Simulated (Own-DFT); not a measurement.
# Same atoms, different arrangement: C34N2Si36, 72 atoms

All numbers below are calculated, not measured. They come from Own-DFT, an in-house plane-wave density functional program, since retired, whose code no person has reviewed. Each row is one single-point run on a periodic cell that was not relaxed, without spin or spin-orbit coupling.

Settings of every run: PBE; PseudoDojo norm-conserving scalar-relativistic files; cutoff 42 hartree; 4 x 4 x 3 k mesh centred on Gamma; Fermi-Dirac smearing of 0.1 eV.

Known limits: not probed for a lower state with spin; forces on such cells passed a denser k mesh, each cell not checked; stress not checked against mesh or cutoff.

All cells hold the same atoms in the same cell, with vectors in Å (9.248, 0.000, 0.000); (-4.624, 8.009, 0.000); (0.000, 0.000, 10.068). Every atom was moved at random from its ideal site; u is the rms move along one axis. The defect's site can differ from row to row. E is the free energy of the cell above the lowest run. The arrangements:

- A: 4H SiC, with two N on a C site each, 3.1 Å apart
- B: 2H SiC, with two N on a C site each, 3.1 Å apart

| arrangement | u (Å) | E (eV) | P (GPa) |
|---|---|---|---|
| A | 0.0296 | 0.000 | 2.54 |
| A | 0.0302 | 0.405 | 2.76 |
| A | 0.0314 | 0.673 | 2.76 |
| A | 0.0479 | 4.270 | 4.08 |
| A | 0.0523 | 4.833 | 4.26 |
| A | 0.0523 | 4.394 | 4.19 |
| B | 0.0302 | 1.179 | 2.94 |
| B | 0.0302 | 1.194 | 2.88 |
| B | 0.0307 | 1.293 | 2.91 |
| B | 0.0497 | 5.568 | 4.48 |
| B | 0.0511 | 5.766 | 4.67 |
| B | 0.0535 | 5.800 | 4.36 |

Question: once the cost of the random moves is taken out, how do the arrangements rank?

## Worked answer

Fit E = a + b u², with one b for all and one a for each arrangement, and with residuals divided by u², since the noise grows with the moves. Then b = 2567 eV/Å², the scatter at u = 0.04 Å is 0.26 eV, and against A:

- B: 0.90 ± 0.11 eV (higher)

These are energies of unrelaxed cells. Relaxing the atoms lowers the strained arrangements most, so the gaps would shrink and small ones could change sign.
